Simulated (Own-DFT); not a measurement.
Simulation results for GaP (zincblende, atoms displaced)

All values are calculated (Own-DFT development build). A calculation, not a measurement: plane-wave PBE density functional theory by an unreviewed code, no spin, of a simulated periodic cell, stress positive in tension, free energy of the whole cell less one offset for each atom, forces on such cells passed a denser k mesh, this cell's mesh not checked; offsets are fitted by least squares, one for each functional and potential file, so energies compare only between cells with the same atoms and settings and are not formation energies; the far tail of each file's local potential was reset to the Coulomb form; each entry is a single point on an unrelaxed cell, so the pressure reflects the starting lattice, mostly measured values (interpolated for alloys), from which strain is counted, and rises with the displacements; printed positions are rounded, which can move forces by about a meV/angstrom; the program, named Own-DFT, is a retired in-house code; no spin-orbit coupling.

Common to all runs: functional PBE; potential files PseudoDojo norm-conserving, scalar-relativistic, standard set; wave cutoff 42 hartree; occupations Fermi-Dirac; smearing width 0.1 eV; k mesh 2 x 3 x 3 centred on Gamma.

(1) GaP (zincblende, atoms displaced)

```
CELL_PARAMETERS angstrom
16.35150 0.00000 0.00000
0.00000 10.90100 0.00000
0.00000 0.00000 10.90100
ATOMIC_POSITIONS crystal
Ga 0.00569 0.00700 0.95965
Ga 0.97301 0.26554 0.24350
Ga 0.16833 0.98249 0.24181
Ga 0.15397 0.24527 0.00820
P 0.07456 0.14732 0.13436
P 0.09600 0.38486 0.36439
P 0.24080 0.12639 0.36822
P 0.24436 0.36721 0.14276
Ga 0.99827 0.98491 0.48722
Ga 0.99459 0.25451 0.74023
Ga 0.17299 0.99648 0.75251
Ga 0.16693 0.26823 0.47593
P 0.09292 0.12481 0.62298
P 0.10101 0.35256 0.86808
P 0.26743 0.13729 0.88784
P 0.26392 0.37703 0.63401
Ga 0.00315 0.50663 0.98210
Ga 0.99748 0.75410 0.25714
Ga 0.17110 0.50165 0.23668
Ga 0.17211 0.77031 0.00261
P 0.08186 0.64642 0.14757
P 0.09740 0.87791 0.36852
P 0.25250 0.60247 0.37908
P 0.23940 0.90171 0.13113
Ga 0.00586 0.52103 0.50411
Ga 0.00429 0.74420 0.72485
Ga 0.15172 0.49784 0.76251
Ga 0.16685 0.73874 0.47963
P 0.08808 0.63811 0.63808
P 0.07340 0.87257 0.87047
P 0.25716 0.61599 0.87684
P 0.23395 0.85834 0.59706
Ga 0.33201 0.99203 0.00461
Ga 0.32694 0.26034 0.26086
Ga 0.50630 0.01071 0.24097
Ga 0.48694 0.23990 0.00507
P 0.42460 0.12059 0.12509
P 0.42000 0.36667 0.38354
P 0.57349 0.11591 0.38189
P 0.58606 0.38727 0.10609
Ga 0.33772 0.00465 0.50938
Ga 0.32297 0.24878 0.73519
Ga 0.49963 0.98100 0.74964
Ga 0.49277 0.24027 0.50400
P 0.42365 0.13440 0.61060
P 0.41786 0.38416 0.86963
P 0.58269 0.14623 0.87016
P 0.58367 0.36647 0.60256
Ga 0.31363 0.48523 0.00695
Ga 0.34120 0.75757 0.24151
Ga 0.49891 0.52510 0.25194
Ga 0.51685 0.74934 0.99811
P 0.43463 0.62721 0.13156
P 0.43206 0.89271 0.35274
P 0.58561 0.62114 0.37192
P 0.57721 0.87990 0.12329
Ga 0.34490 0.49548 0.48645
Ga 0.34218 0.73888 0.75442
Ga 0.50037 0.50846 0.76503
Ga 0.50497 0.74270 0.51071
P 0.42659 0.62320 0.61376
P 0.42816 0.87031 0.84523
P 0.58731 0.61693 0.86928
P 0.57812 0.86856 0.60458
Ga 0.67194 0.00538 0.99804
Ga 0.66999 0.25419 0.27142
Ga 0.82910 0.99278 0.23777
Ga 0.83864 0.24796 0.00100
P 0.76606 0.10026 0.09831
P 0.75054 0.38175 0.38257
P 0.92149 0.13754 0.37817
P 0.89978 0.37519 0.12804
Ga 0.66364 0.99640 0.46521
Ga 0.66875 0.25966 0.73016
Ga 0.84304 0.99725 0.73455
Ga 0.84336 0.23439 0.47360
P 0.74641 0.12607 0.60670
P 0.73114 0.37429 0.87815
P 0.90294 0.11228 0.87987
P 0.92204 0.36998 0.63036
Ga 0.66952 0.50196 0.99748
Ga 0.66191 0.76492 0.25456
Ga 0.82777 0.49303 0.24722
Ga 0.82573 0.74459 0.99618
P 0.74198 0.63015 0.12102
P 0.74956 0.87006 0.34824
P 0.91759 0.63126 0.38245
P 0.91250 0.86034 0.13783
Ga 0.67975 0.50182 0.50716
Ga 0.66136 0.75189 0.75100
Ga 0.83165 0.51374 0.73277
Ga 0.84586 0.77794 0.50022
P 0.76204 0.61966 0.62178
P 0.74138 0.85644 0.89158
P 0.94392 0.64666 0.88019
P 0.91453 0.88150 0.61039
```

- free energy of cell above offsets: -20.257 eV
- pressure: 7.73 GPa
- stress xx: -7.17 GPa
- stress yy: -8.19 GPa
- stress zz: -7.83 GPa
- stress yz: 1.07 GPa
- stress xz: 0.34 GPa
- stress xy: 0.81 GPa

Force:
```csv
element,x (eV/Å),y (eV/Å),z (eV/Å)
Ga,-1.142,1.733,4.001
Ga,3.883,-0.609,0.932
Ga,-4.468,6.913,4.194
Ga,3.188,-0.809,1.016
P,-1.161,-2.622,0.04
P,-4.243,1.447,-0.5
P,1.303,-0.804,0.301
P,0.084,-0.578,-2.712
Ga,2.271,2.12,0.007
Ga,2.116,-2.716,1.623
Ga,0.016,0.183,-0.058
Ga,1.417,-1.787,3.166
P,-1.258,0.369,-0.549
P,-4.02,0.919,-0.307
P,-2.198,-1.05,-0.142
P,-3.888,3.453,-3.342
Ga,1.825,-1.991,2.336
Ga,-0.223,0.625,1.099
Ga,-1.109,1.896,0.82
Ga,-0.955,-1.56,-0.367
P,1.734,-2.112,-2.975
P,-3.358,-1.199,0.829
P,0.292,1.865,-1.361
P,6.197,-5.284,-5.323
Ga,0.288,-1.787,0.021
Ga,-2.497,3.259,1.87
Ga,3.115,1.17,-1.349
Ga,-0.364,-1.868,-0.368
P,2.617,-2.506,-3.146
P,2.979,-1.509,-1.793
P,-1.893,1.622,-0.082
P,3.647,2.329,3.459
Ga,1.855,0.606,-0.711
Ga,1.437,-1.75,0.395
Ga,0.524,0.259,-0.713
Ga,2.195,2.864,-2.099
P,-3.362,-0.297,0.981
P,0.746,0.497,-2.541
P,0.908,2.223,-1.218
P,-1.663,-1.773,2.74
Ga,-0.877,-0.845,-1.83
Ga,3.718,-2.04,2.152
Ga,3.901,5.253,-3.254
Ga,3.2,2.726,-2.695
P,-3.479,-3.679,5.065
P,-1.767,-1.512,1.065
P,0.133,-2.191,-0.291
P,-0.029,1.633,1.301
Ga,2.783,-0.221,0.085
Ga,0.015,-0.115,0.722
Ga,2.122,-4.717,1.813
Ga,-1.451,-0.555,-0.981
P,-4.484,2.33,-3.854
P,-2.734,-2.232,2.996
P,1.618,0.923,1.688
P,2.253,0.856,-0.269
Ga,-0.533,0.263,2.322
Ga,-1.069,-0.338,-1.95
Ga,-0.275,-1.1,-2.367
Ga,-0.654,-0.342,-3.595
P,-1.846,-1.224,1.544
P,-3.763,-3.017,5.621
P,0.82,1.223,0.658
P,2.99,2.236,2.134
Ga,-2.627,-0.337,-1.018
Ga,-1.267,-0.534,-2.059
Ga,1.729,0.469,0.594
Ga,-2.221,0.514,-1.255
P,-0.89,2.586,2.025
P,1.594,-1.188,-0.325
P,2.931,-5.356,-3.249
P,1.322,2.036,-2.63
Ga,1.141,-0.947,2.178
Ga,-0.612,-0.766,0.236
Ga,-3.169,0.824,0.804
Ga,-4.709,4.028,4.9
P,0.981,-0.95,-0.01
P,3.916,-0.807,-1.37
P,1.485,1.331,-1.55
P,-1.858,2.285,-2.395
Ga,-0.447,1.126,0.44
Ga,-1.992,-2.452,-1.911
Ga,-1.158,2.424,0.766
Ga,2.293,-0.756,1.23
P,0.719,-0.522,0.999
P,1.569,1.197,3.444
P,-0.536,-0.332,-0.394
P,0.419,0.902,-2.006
Ga,-2.215,0.226,-0.268
Ga,0.455,-0.247,-1.128
Ga,2.938,-3.494,4.004
Ga,-4.329,-4.293,-3.642
P,-2.579,4.676,-2.018
P,0.21,1.691,-2.88
P,-4.092,0.483,-0.994
P,3.573,1.125,3.229
```

(2) GaP (zincblende, atoms displaced)

```
CELL_PARAMETERS angstrom
16.35150 0.00000 0.00000
0.00000 10.90100 0.00000
0.00000 0.00000 10.90100
ATOMIC_POSITIONS crystal
Ga 0.00881 0.00239 0.01151
Ga 0.00194 0.25057 0.28130
Ga 0.17534 0.00989 0.24925
Ga 0.16581 0.23268 0.98482
P 0.08325 0.11063 0.10824
P 0.08265 0.37802 0.37016
P 0.24604 0.11640 0.34861
P 0.25214 0.38095 0.11192
Ga 0.98603 0.00814 0.47225
Ga 0.00201 0.24989 0.77250
Ga 0.18212 0.00666 0.75077
Ga 0.16913 0.23976 0.49642
P 0.07768 0.12969 0.62229
P 0.09552 0.34559 0.87259
P 0.25486 0.12847 0.87348
P 0.26409 0.37608 0.62206
Ga 0.00811 0.50827 0.00368
Ga 0.99827 0.78077 0.25694
Ga 0.19684 0.49216 0.24402
Ga 0.17047 0.73353 0.01100
P 0.08782 0.64187 0.14742
P 0.08411 0.87487 0.36893
P 0.25012 0.63957 0.35888
P 0.23949 0.86909 0.12866
Ga 0.00608 0.50937 0.48856
Ga 0.99787 0.73233 0.76447
Ga 0.16126 0.49614 0.76611
Ga 0.17330 0.75849 0.52014
P 0.07062 0.62230 0.61064
P 0.09321 0.86305 0.90188
P 0.25967 0.64060 0.89218
P 0.25330 0.86877 0.62331
Ga 0.33506 0.98253 0.98676
Ga 0.33254 0.26753 0.25291
Ga 0.51600 0.02596 0.24290
Ga 0.50197 0.24807 0.00608
P 0.41303 0.12958 0.11327
P 0.42514 0.36876 0.36341
P 0.56969 0.11338 0.35711
P 0.59963 0.38205 0.11428
Ga 0.33826 0.01791 0.51794
Ga 0.32824 0.26175 0.74777
Ga 0.49641 0.99985 0.73071
Ga 0.51242 0.25132 0.47064
P 0.43057 0.11862 0.61953
P 0.41998 0.36235 0.88766
P 0.58545 0.10990 0.86754
P 0.57313 0.38449 0.63047
Ga 0.32310 0.50707 0.01560
Ga 0.34410 0.76803 0.23387
Ga 0.50831 0.50787 0.23876
Ga 0.49539 0.75664 0.99928
P 0.41779 0.60820 0.12068
P 0.40624 0.86787 0.37495
P 0.61479 0.60787 0.38094
P 0.58393 0.87988 0.14376
Ga 0.33327 0.48382 0.50349
Ga 0.32980 0.75806 0.73235
Ga 0.49046 0.50924 0.74906
Ga 0.50894 0.74747 0.51903
P 0.43192 0.62440 0.61788
P 0.40501 0.87617 0.87997
P 0.59922 0.60660 0.91268
P 0.58731 0.89704 0.65200
Ga 0.67253 0.98840 0.00689
Ga 0.66387 0.24716 0.26211
Ga 0.83153 0.98793 0.24856
Ga 0.84955 0.24499 0.99928
P 0.73868 0.13076 0.14463
P 0.75068 0.36984 0.35998
P 0.91694 0.13490 0.36153
P 0.91142 0.39661 0.11837
Ga 0.66996 0.99057 0.51543
Ga 0.66795 0.26055 0.72358
Ga 0.81906 0.02003 0.74698
Ga 0.84321 0.22512 0.51493
P 0.75762 0.10775 0.63718
P 0.75092 0.36986 0.85943
P 0.93013 0.13943 0.89700
P 0.91801 0.38570 0.62036
Ga 0.67710 0.51092 0.00635
Ga 0.67807 0.73852 0.23178
Ga 0.82487 0.49728 0.25464
Ga 0.80885 0.75176 0.99460
P 0.76260 0.63683 0.13183
P 0.74486 0.87834 0.36626
P 0.92253 0.61188 0.38468
P 0.91561 0.87864 0.12956
Ga 0.65310 0.50692 0.50482
Ga 0.66286 0.75257 0.76117
Ga 0.82453 0.52197 0.74739
Ga 0.84769 0.76908 0.48102
P 0.76287 0.61469 0.62073
P 0.75344 0.87558 0.88103
P 0.92549 0.62129 0.87970
P 0.91861 0.87470 0.62365
```

* free energy of cell above offsets: -14.428 eV
* pressure: 8.51 GPa
* stress xx: -7.85 GPa
* stress yy: -8.58 GPa
* stress zz: -9.09 GPa
* stress yz: 1.24 GPa
* stress xz: -2.75 GPa
* stress xy: 0.65 GPa

Force:
```csv
element,x (eV/Å),y (eV/Å),z (eV/Å)
Ga,-3.126,-3.822,-2.641
Ga,1.057,1.352,-4.242
Ga,-4.726,-3.877,-3.309
Ga,1.159,-0.783,2.972
P,3.262,4.13,4.743
P,2.949,0.859,0.563
P,4.366,4.5,5.275
P,-0.976,-4.479,-0.233
Ga,2.428,-1.684,2.422
Ga,-0.715,0.597,-3.808
Ga,-2.733,-0.903,-0.251
Ga,-0.426,0.599,-0.169
P,0.509,-1.028,0.277
P,-1.29,4.301,0.032
P,1.617,-0.626,-0.195
P,-4.189,-0.536,0.599
Ga,0.928,-0.365,0.998
Ga,-0.798,-3.205,-0.583
Ga,-4.124,1.611,1.897
Ga,-0.82,0.446,0.556
P,-0.363,-2.172,-0.436
P,1.901,2.043,2.279
P,1.361,-0.154,2.197
P,2.296,0.886,-0.647
Ga,-0.272,-3.596,0.264
Ga,1.859,2.753,-1.644
Ga,0.902,1.043,-1.152
Ga,-2.871,-2.342,-3.01
P,3.426,1.754,3.259
P,-1.028,1.007,-2.824
P,-0.488,-1.218,-2.73
P,0.151,3.721,0
Ga,-3.35,3.417,3.937
Ga,-0.153,-1.645,-1.334
Ga,-8.783,-7.132,-8.501
Ga,1.86,-0.343,-0.588
P,-0.067,-0.731,1.178
P,-0.355,1.815,0.541
P,8.785,6.054,9.794
P,-1.875,-1.363,1.473
Ga,-1.146,-1.79,-2.672
Ga,2.64,-1.627,1.51
Ga,-1.185,0.277,4.959
Ga,-1.071,0.701,2.531
P,-1.741,4.059,-1.023
P,-1.302,2.122,-1.409
P,0.111,1.12,0.252
P,0.394,-1.073,-1.529
Ga,2.674,0.166,-2.582
Ga,-1.191,-1.87,-0.82
Ga,1.29,-0.922,0.87
Ga,0.877,-0.697,0.78
P,0.32,2.608,0.406
P,2.848,1.904,2.116
P,-6.026,7.274,-7.904
P,0.07,-1.707,-1.856
Ga,2.214,2.957,-3.068
Ga,2.358,-2.271,2.239
Ga,1.163,-1.804,3.414
Ga,1.693,2.046,-2.677
P,-3.805,0.031,0.278
P,4.02,-2.877,-4.259
P,-6.275,5.586,-5.945
P,1.667,-4.018,-2.37
Ga,-1.021,1.346,0.483
Ga,-1.131,0.889,-0.478
Ga,-0.474,2.112,-0.288
Ga,-3.747,2.408,2.152
P,2.65,-1.615,-2.582
P,-0.519,-0.886,3.521
P,-3.48,-1.844,0.262
P,0.913,-1.226,0.754
Ga,-0.107,0.309,-1.651
Ga,-0.344,-0.864,1.651
Ga,8.275,-6.967,7.998
Ga,-0.004,2.268,-0.444
P,-6.814,6.975,-7.896
P,0.767,0.391,1.207
P,-0.372,-4.011,-1.997
P,0.156,-0.892,0.972
Ga,5.334,-4.172,2.489
Ga,-2.653,2.089,2.514
Ga,2.254,0.607,-0.046
Ga,5.316,-0.794,0.414
P,0.175,-3.123,-0.457
P,0.318,-0.795,1.208
P,-2.374,2.714,-3.086
P,-0.715,-0.133,-1.862
Ga,5.33,-6.402,7.33
Ga,0.905,-1.563,0.128
Ga,3.541,-3.822,3.602
Ga,-1.222,-1.374,0.554
P,-4.169,4.383,-3.853
P,-1.388,2.32,-2.826
P,-3.338,-0.756,1.077
P,0.058,1.348,0.946
```
